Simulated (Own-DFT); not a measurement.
Simulation results for GaP (zincblende, strained, atoms displaced)

A calculation, not a measurement: plane-wave PBE density functional theory by an unreviewed code, no spin, of a simulated periodic cell, stress positive in tension, free energy of the whole cell less one offset for each atom, forces on such cells passed a denser k mesh, this cell's mesh not checked; offsets are fitted by least squares, one for each functional and potential file, so energies compare only between cells with the same atoms and settings and are not formation energies; the far tail of each file's local potential was reset to the Coulomb form; each entry is a single point on an unrelaxed cell, so the pressure reflects the starting lattice, mostly measured values (interpolated for alloys), from which strain is counted, and rises with the displacements; printed positions are rounded, which can move forces by about a meV/angstrom; the program, named Own-DFT, is a retired in-house code; no spin-orbit coupling. Program: Own-DFT development build.

Common to all runs: functional PBE; potential files PseudoDojo norm-conserving, scalar-relativistic, standard set; wave cutoff 42 hartree; occupations Fermi-Dirac; smearing width 0.1 eV; hardware one NVIDIA H100; k mesh 3 x 3 x 3 centred on Gamma.

(1) GaP (zincblende, strained, atoms displaced)

```cif
# cell vector a (Å): 11.0375 0.0001 0.2162
# cell vector b (Å): 0.0001 10.9495 0.1380
# cell vector c (Å): 0.2162 0.1380 10.8102
data_GaP
_symmetry_space_group_name_H-M 'P 1'
_symmetry_Int_Tables_number 1
_cell_length_a 11.0396
_cell_length_b 10.9504
_cell_length_c 10.8132
_cell_angle_alpha 88.547
_cell_angle_beta 87.732
_cell_angle_gamma 89.985
_cell_volume 1305.75
loop_
_atom_site_label
_atom_site_type_symbol
_atom_site_fract_x
_atom_site_fract_y
_atom_site_fract_z
_atom_site_occupancy
Ga1 Ga 0.99731 0.00147 0.99744 1
Ga2 Ga 0.99915 0.24815 0.24706 1
Ga3 Ga 0.25058 0.00230 0.24520 1
Ga4 Ga 0.25189 0.24990 0.99591 1
P1 P 0.12073 0.12377 0.12464 1
P2 P 0.12199 0.38159 0.37854 1
P3 P 0.37090 0.13034 0.37716 1
P4 P 0.37385 0.37522 0.12456 1
Ga5 Ga 0.99101 0.99978 0.49608 1
Ga6 Ga 0.99761 0.24834 0.74818 1
Ga7 Ga 0.25145 0.00308 0.75070 1
Ga8 Ga 0.25152 0.25076 0.50914 1
P5 P 0.12688 0.12747 0.62186 1
P6 P 0.11885 0.37379 0.87675 1
P7 P 0.37199 0.12428 0.87815 1
P8 P 0.37551 0.36802 0.62517 1
Ga9 Ga 0.99949 0.49936 0.00431 1
Ga10 Ga 0.00098 0.75136 0.25411 1
Ga11 Ga 0.24880 0.49814 0.25030 1
Ga12 Ga 0.24429 0.75218 0.99380 1
P9 P 0.11768 0.62712 0.11917 1
P10 P 0.12231 0.87302 0.38269 1
P11 P 0.37239 0.62881 0.37213 1
P12 P 0.38239 0.87082 0.12997 1
Ga13 Ga 0.99844 0.49782 0.49607 1
Ga14 Ga 0.99541 0.74796 0.74515 1
Ga15 Ga 0.24856 0.50075 0.75638 1
Ga16 Ga 0.24821 0.74626 0.50473 1
P13 P 0.12538 0.63062 0.62850 1
P14 P 0.13127 0.86976 0.88099 1
P15 P 0.38102 0.62425 0.87165 1
P16 P 0.37453 0.87241 0.61883 1
Ga17 Ga 0.50039 0.00559 0.00484 1
Ga18 Ga 0.49780 0.25308 0.24693 1
Ga19 Ga 0.75104 0.99613 0.25667 1
Ga20 Ga 0.75149 0.24722 0.99588 1
P17 P 0.63063 0.12329 0.12243 1
P18 P 0.62294 0.36871 0.37872 1
P19 P 0.87417 0.12861 0.37794 1
P20 P 0.87954 0.37403 0.11739 1
Ga21 Ga 0.50387 0.99839 0.50233 1
Ga22 Ga 0.49999 0.25709 0.74940 1
Ga23 Ga 0.74982 0.00080 0.75210 1
Ga24 Ga 0.75327 0.25002 0.49852 1
P21 P 0.63323 0.12534 0.63146 1
P22 P 0.63273 0.37862 0.87750 1
P23 P 0.88024 0.12556 0.87134 1
P24 P 0.87423 0.37795 0.62980 1
Ga25 Ga 0.50084 0.51021 0.99415 1
Ga26 Ga 0.50128 0.74562 0.25892 1
Ga27 Ga 0.74788 0.50534 0.25641 1
Ga28 Ga 0.75895 0.74968 0.99376 1
P25 P 0.61749 0.62630 0.12649 1
P26 P 0.62897 0.87629 0.37640 1
P27 P 0.86680 0.63536 0.37283 1
P28 P 0.87629 0.87898 0.12507 1
Ga29 Ga 0.50922 0.49432 0.49819 1
Ga30 Ga 0.51413 0.74983 0.74773 1
Ga31 Ga 0.74728 0.50606 0.73895 1
Ga32 Ga 0.74585 0.74999 0.50210 1
P29 P 0.62892 0.62776 0.63001 1
P30 P 0.61421 0.87239 0.87771 1
P31 P 0.88055 0.63141 0.87009 1
P32 P 0.87792 0.87368 0.62361 1
```

Results for GaP (zincblende, strained, atoms displaced): free energy of cell above offsets -32.801 eV; pressure 2.77 GPa; stress xx -2.06 GPa; stress yy -2.67 GPa; stress zz -3.58 GPa; stress yz 2.33 GPa; stress xz 3.56 GPa; stress xy 0.14 GPa; wall time 534.3 s.

Force:
```
element  x (eV/Å)  y (eV/Å)  z (eV/Å)
     Ga     0.772    -0.014     0.056
     Ga     0.323     0.736     0.184
     Ga     0.052    -0.306     0.562
     Ga    -0.517      0.42     0.611
      P     0.391    -0.113    -0.312
      P     0.378    -1.462    -0.371
      P     0.391    -0.729    -0.181
      P     0.056     0.195    -0.583
     Ga     1.117     0.434     0.243
     Ga     0.824     0.655    -0.314
     Ga     0.033    -0.348    -0.146
     Ga    -0.012     0.617    -1.159
      P    -1.029    -0.996     0.543
      P     0.315     -0.21    -0.138
      P     0.695    -0.041    -0.523
      P    -0.134     1.343     0.201
     Ga     0.296     0.806    -0.985
     Ga     0.253     0.608      -0.5
     Ga    -0.006     0.747    -0.458
     Ga     1.853    -0.793     1.207
      P     0.668    -0.355     0.859
      P     0.288     0.163    -0.779
      P    -0.232    -1.399     1.035
      P    -0.893     0.081    -0.282
     Ga     -0.41     1.325     0.572
     Ga     1.268     1.213     0.103
     Ga     0.271    -0.019    -0.477
     Ga     0.453     0.715     -0.58
      P    -0.383    -1.589    -0.047
      P    -1.671     1.323    -1.656
      P    -0.928     0.543    -0.319
      P     0.231    -0.153     0.958
     Ga    -0.192    -0.216     -0.07
     Ga     0.229     -0.32    -0.002
     Ga     0.557     0.925    -0.824
     Ga     0.563     0.454      0.07
      P    -0.456    -0.003     0.766
      P     0.646    -0.066    -0.787
      P    -0.176    -0.485    -0.674
      P     -1.45    -0.397     1.348
     Ga    -0.068     0.896     -0.15
     Ga     0.647    -0.583     0.697
     Ga     0.295    -0.572     0.369
     Ga    -0.094     0.474     0.756
      P    -1.067     0.083    -0.535
      P     -0.82      0.04    -0.434
      P    -0.911    -0.715     0.284
      P    -0.035     -0.45     -0.81
     Ga     0.255    -0.973     0.765
     Ga     0.522     1.083    -0.613
     Ga     0.003    -0.447    -0.859
     Ga    -0.991     0.517     0.787
      P     1.163    -0.104    -0.226
      P    -0.924    -0.697     0.408
      P     0.523    -1.298     0.441
      P    -0.278    -0.649     0.168
     Ga    -1.145      0.95     0.472
     Ga    -1.787     0.685     0.104
     Ga     1.017    -0.351     1.597
     Ga     0.602     0.839     0.038
      P    -0.787    -0.693    -1.469
      P      1.43     0.487     0.205
      P    -0.895    -1.785     0.487
      P    -1.088    -0.027     0.364
```

(2) GaP (zincblende, strained, atoms displaced)

```cif
# cell vector a (Å): 11.0989 0.1291 -0.2162
# cell vector b (Å): 0.1291 10.9244 0.0393
# cell vector c (Å): -0.2162 0.0393 10.7799
data_GaP
_symmetry_space_group_name_H-M 'P 1'
_symmetry_Int_Tables_number 1
_cell_length_a 11.1018
_cell_length_b 10.9252
_cell_length_c 10.7821
_cell_angle_alpha 89.599
_cell_angle_beta 92.262
_cell_angle_gamma 88.661
_cell_volume 1306.34
loop_
_atom_site_label
_atom_site_type_symbol
_atom_site_fract_x
_atom_site_fract_y
_atom_site_fract_z
_atom_site_occupancy
Ga1 Ga 0.99956 0.99580 0.00691 1
Ga2 Ga 0.00138 0.24661 0.25197 1
Ga3 Ga 0.25008 0.00120 0.25377 1
Ga4 Ga 0.24221 0.25751 0.00456 1
P1 P 0.13141 0.12571 0.11703 1
P2 P 0.13787 0.37246 0.37486 1
P3 P 0.37645 0.12534 0.37224 1
P4 P 0.37348 0.37765 0.12064 1
Ga5 Ga 0.00430 0.00194 0.49453 1
Ga6 Ga 0.99669 0.24368 0.75424 1
Ga7 Ga 0.24833 0.00514 0.74570 1
Ga8 Ga 0.24811 0.25724 0.50365 1
P5 P 0.12047 0.12610 0.61892 1
P6 P 0.11955 0.37136 0.87285 1
P7 P 0.38431 0.13625 0.87868 1
P8 P 0.37581 0.36731 0.62527 1
Ga9 Ga 0.99412 0.49734 0.99992 1
Ga10 Ga 0.00288 0.74580 0.24702 1
Ga11 Ga 0.25979 0.49893 0.26000 1
Ga12 Ga 0.25412 0.74411 0.01109 1
P9 P 0.12495 0.62373 0.12289 1
P10 P 0.13763 0.87429 0.37235 1
P11 P 0.38092 0.62559 0.38164 1
P12 P 0.38487 0.87643 0.12562 1
Ga13 Ga 0.99231 0.49238 0.50308 1
Ga14 Ga 0.99914 0.74598 0.75308 1
Ga15 Ga 0.24300 0.50351 0.75074 1
Ga16 Ga 0.25412 0.75404 0.49070 1
P13 P 0.12255 0.62759 0.62368 1
P14 P 0.12921 0.87897 0.87936 1
P15 P 0.37652 0.61653 0.86860 1
P16 P 0.36854 0.87491 0.62538 1
Ga17 Ga 0.50373 0.00402 0.99505 1
Ga18 Ga 0.50450 0.24558 0.24919 1
Ga19 Ga 0.75110 0.99766 0.24295 1
Ga20 Ga 0.75000 0.24813 0.00579 1
P17 P 0.62641 0.12603 0.11715 1
P18 P 0.61762 0.36649 0.37441 1
P19 P 0.87533 0.12065 0.37157 1
P20 P 0.88065 0.37640 0.12108 1
Ga21 Ga 0.49627 0.99789 0.49702 1
Ga22 Ga 0.49410 0.24107 0.75300 1
Ga23 Ga 0.74635 0.00080 0.74702 1
Ga24 Ga 0.75263 0.24885 0.50031 1
P21 P 0.62192 0.13085 0.62115 1
P22 P 0.62454 0.37903 0.87183 1
P23 P 0.86895 0.12169 0.87959 1
P24 P 0.87547 0.38221 0.61863 1
Ga25 Ga 0.49573 0.49501 0.99550 1
Ga26 Ga 0.49682 0.75493 0.24782 1
Ga27 Ga 0.74554 0.49871 0.25180 1
Ga28 Ga 0.75193 0.75421 0.00758 1
P25 P 0.62209 0.62013 0.12612 1
P26 P 0.62936 0.86925 0.37596 1
P27 P 0.87191 0.63059 0.37195 1
P28 P 0.87030 0.87285 0.12068 1
Ga29 Ga 0.50070 0.50527 0.50203 1
Ga30 Ga 0.50289 0.74262 0.75485 1
Ga31 Ga 0.75326 0.50676 0.75437 1
Ga32 Ga 0.74689 0.75201 0.49545 1
P29 P 0.62311 0.62339 0.61543 1
P30 P 0.63439 0.86633 0.88076 1
P31 P 0.87954 0.62128 0.87435 1
P32 P 0.87573 0.87227 0.62098 1
```

Results for GaP (zincblende, strained, atoms displaced): free energy of cell above offsets -32.500 eV; pressure 2.72 GPa; stress xx -1.65 GPa; stress yy -2.74 GPa; stress zz -3.77 GPa; stress yz 1.5 GPa; stress xz -3.71 GPa; stress xy 1.32 GPa; wall time 544.9 s.

Force:
```
element  x (eV/Å)  y (eV/Å)  z (eV/Å)
     Ga     0.165     0.084    -0.652
     Ga     0.584     0.068    -0.225
     Ga     0.695    -0.006    -0.762
     Ga     0.942    -0.319    -0.453
      P    -0.907    -0.309     1.043
      P    -2.084     0.929    -0.611
      P    -0.366     0.538     0.105
      P     0.258    -0.148     0.748
     Ga    -0.086    -1.152     0.242
     Ga     -0.43     0.003    -0.439
     Ga     0.316     -0.07     0.781
     Ga     0.743    -1.638     0.287
      P     0.237     0.628     0.387
      P     -0.03     0.819    -0.186
      P    -2.219    -1.098       0.3
      P    -0.064     1.555     0.309
     Ga      1.15    -0.287     0.028
     Ga    -0.033     0.326     0.289
     Ga    -0.357      0.15    -0.781
     Ga     0.325     0.353    -0.981
      P     0.199     -0.59     0.461
      P     -2.08      0.61    -0.816
      P    -0.471     0.807    -1.142
      P    -1.349     1.024    -0.753
     Ga      1.52     1.214    -1.159
     Ga     0.504     0.515     0.015
     Ga     0.276    -1.075     -0.37
     Ga     0.211    -1.218     1.581
      P    -0.112      0.15    -0.797
      P     -0.15    -0.424    -0.196
      P    -0.566     1.104     0.588
      P     1.007      0.09      0.25
     Ga     0.213     -1.06     0.047
     Ga    -0.821    -0.291    -0.623
     Ga     -0.39    -0.168     0.573
     Ga     0.142     0.667    -0.765
      P    -0.093    -0.019      0.86
      P     0.843     1.238     0.239
      P    -0.218     0.558    -0.253
      P    -0.878    -0.227     0.995
     Ga     0.457     -0.37     0.388
     Ga     1.529     1.208    -0.634
     Ga     0.212    -0.476    -0.025
     Ga     -0.04    -0.057    -0.039
      P     0.023     -0.61     0.082
      P     0.252    -0.575    -0.067
      P      0.38     0.152    -0.333
      P    -0.872    -1.334     1.436
     Ga     0.687    -0.054     0.374
     Ga     1.165    -1.303     0.832
     Ga     0.397    -0.595     0.175
     Ga    -0.062    -2.349    -0.153
      P    -0.312     0.719    -0.515
      P    -1.122     1.651    -1.098
      P     0.362    -0.676     0.053
      P     1.397       0.6     1.065
     Ga    -0.074    -2.065     0.203
     Ga    -0.095     0.382    -0.489
     Ga    -0.636     -0.69    -0.704
     Ga     0.928     -0.89     0.987
      P     0.855     0.809     1.204
      P    -1.426     1.294    -1.392
      P    -0.648      1.33     0.352
      P     0.014     0.562     0.134
```

(3) GaP (zincblende, strained, atoms displaced)

```cif
# cell vector a (Å): 10.7029 -0.1234 0.1768
# cell vector b (Å): -0.1234 10.8871 -0.2036
# cell vector c (Å): 0.1768 -0.2036 11.1136
data_GaP
_symmetry_space_group_name_H-M 'P 1'
_symmetry_Int_Tables_number 1
_cell_length_a 10.7051
_cell_length_b 10.8897
_cell_length_c 11.1169
_cell_angle_alpha 92.131
_cell_angle_beta 88.131
_cell_angle_gamma 91.327
_cell_volume 1294.05
loop_
_atom_site_label
_atom_site_type_symbol
_atom_site_fract_x
_atom_site_fract_y
_atom_site_fract_z
_atom_site_occupancy
Ga1 Ga 0.00272 0.00077 0.99663 1
Ga2 Ga 0.99675 0.25433 0.26282 1
Ga3 Ga 0.25171 0.99852 0.24848 1
Ga4 Ga 0.24270 0.25645 0.00253 1
P1 P 0.11999 0.12126 0.12481 1
P2 P 0.12017 0.37335 0.37861 1
P3 P 0.36877 0.12480 0.37657 1
P4 P 0.37490 0.37948 0.11947 1
Ga5 Ga 0.99195 0.99896 0.49915 1
Ga6 Ga 0.00162 0.24765 0.75062 1
Ga7 Ga 0.25531 0.00894 0.74763 1
Ga8 Ga 0.25998 0.24943 0.49917 1
P5 P 0.12630 0.12672 0.62483 1
P6 P 0.12556 0.36776 0.87778 1
P7 P 0.37877 0.11806 0.87825 1
P8 P 0.37059 0.37761 0.62106 1
Ga9 Ga 0.00313 0.49477 0.00094 1
Ga10 Ga 0.00240 0.74038 0.25340 1
Ga11 Ga 0.24971 0.49710 0.25401 1
Ga12 Ga 0.25435 0.74539 0.99447 1
P9 P 0.12195 0.62561 0.12676 1
P10 P 0.12051 0.86862 0.37678 1
P11 P 0.37223 0.62003 0.38090 1
P12 P 0.37841 0.87534 0.12047 1
Ga13 Ga 0.00005 0.49638 0.49399 1
Ga14 Ga 0.00176 0.75134 0.74455 1
Ga15 Ga 0.23965 0.50162 0.75056 1
Ga16 Ga 0.25645 0.75871 0.49434 1
P13 P 0.13300 0.62724 0.62409 1
P14 P 0.12206 0.87931 0.87303 1
P15 P 0.37518 0.62929 0.87607 1
P16 P 0.37510 0.88564 0.62343 1
Ga17 Ga 0.50171 0.99603 0.00424 1
Ga18 Ga 0.49697 0.24976 0.25367 1
Ga19 Ga 0.74877 0.99467 0.25436 1
Ga20 Ga 0.74445 0.24437 0.00118 1
P17 P 0.62803 0.13032 0.12551 1
P18 P 0.62688 0.38071 0.37682 1
P19 P 0.87759 0.12735 0.37281 1
P20 P 0.87143 0.37383 0.12052 1
Ga21 Ga 0.49750 0.99522 0.49645 1
Ga22 Ga 0.49861 0.25346 0.74950 1
Ga23 Ga 0.75050 0.99981 0.74590 1
Ga24 Ga 0.74293 0.25301 0.49752 1
P21 P 0.62070 0.12932 0.63078 1
P22 P 0.62375 0.37998 0.87608 1
P23 P 0.86012 0.12902 0.87705 1
P24 P 0.86591 0.37182 0.62359 1
Ga25 Ga 0.50353 0.50139 0.00142 1
Ga26 Ga 0.49577 0.75123 0.25302 1
Ga27 Ga 0.74895 0.49498 0.24798 1
Ga28 Ga 0.74572 0.74643 0.99514 1
P25 P 0.63029 0.62725 0.11900 1
P26 P 0.61698 0.87364 0.37306 1
P27 P 0.86570 0.62234 0.37285 1
P28 P 0.87167 0.87375 0.11623 1
Ga29 Ga 0.50223 0.49870 0.49997 1
Ga30 Ga 0.50026 0.74780 0.74856 1
Ga31 Ga 0.75198 0.50377 0.74773 1
Ga32 Ga 0.75216 0.75532 0.49840 1
P29 P 0.62830 0.62682 0.62627 1
P30 P 0.62555 0.87367 0.87443 1
P31 P 0.87027 0.62582 0.87617 1
P32 P 0.87026 0.87359 0.62881 1
```

The calculation gives: free energy of cell above offsets -32.332 eV; pressure 3.61 GPa; stress xx -4.77 GPa; stress yy -3.79 GPa; stress zz -2.27 GPa; stress yz -3.79 GPa; stress xz 3.16 GPa; stress xy -1.6 GPa; wall time 545.4 s.

Force:
```
element  x (eV/Å)  y (eV/Å)  z (eV/Å)
     Ga    -1.307     0.371     -0.03
     Ga    -0.015    -0.128    -2.204
     Ga    -0.839     -0.11    -0.275
     Ga     0.675     -1.24      0.02
      P     0.466      0.77       0.8
      P     1.699    -0.292    -0.073
      P     1.187    -0.766    -0.575
      P     0.098    -0.526     1.003
     Ga       0.4     0.283     0.204
     Ga    -1.163      0.12    -0.094
     Ga    -1.041    -0.208     0.291
     Ga    -1.771      0.41     0.307
      P     0.108    -0.378    -0.361
      P    -0.117     0.635    -0.528
      P    -0.003     1.177     0.443
      P     0.691     0.124     1.015
     Ga     -0.67     0.706    -0.211
     Ga    -1.242      0.92    -0.379
     Ga    -0.497     0.243    -0.557
     Ga    -1.358     1.168     0.749
      P     1.194    -0.735    -0.443
      P     0.471     0.641    -0.165
      P      0.73     0.205    -0.486
      P    -0.486    -0.759     0.934
     Ga    -0.971     1.018     1.218
     Ga    -0.327    -0.199      0.55
     Ga     0.638     0.058     0.199
     Ga    -0.521    -0.104     0.651
      P    -0.696    -0.107    -0.593
      P      1.05     -0.59    -0.478
      P     0.511    -1.542    -0.768
      P     0.195    -1.498     0.377
     Ga     0.459     0.819    -0.546
     Ga    -0.063     0.461    -0.442
     Ga     0.169     0.503    -0.918
     Ga    -0.399     1.708    -0.213
      P    -0.725     -1.25      1.05
      P    -0.351    -1.022    -0.394
      P    -1.049    -0.873      0.97
      P     0.581    -0.591     0.655
     Ga     0.132     1.529     0.332
     Ga    -0.716     0.378     0.576
     Ga    -0.988     0.537     0.524
     Ga    -0.034    -0.543     0.047
      P     0.485    -0.917    -1.213
      P     0.415    -0.623     -0.31
      P      2.11    -0.972    -0.757
      P     1.438     0.202     0.138
     Ga    -0.468     0.614    -0.329
     Ga     -0.29    -0.814    -0.972
     Ga    -0.298     0.683    -0.748
     Ga     0.084     1.034    -0.154
      P     -0.72    -0.433     1.534
      P     1.172    -0.162     0.452
      P     0.986    -0.105     0.364
      P     0.508     -0.27     1.001
     Ga    -0.309     0.724     0.466
     Ga    -0.321     0.787    -0.155
     Ga    -0.476    -0.081      0.19
     Ga    -0.861    -0.214    -0.118
      P     -0.05    -0.215     -0.42
      P     0.077    -0.058     -0.15
      P     1.521    -0.473    -0.439
      P     0.892    -0.028    -0.564
```
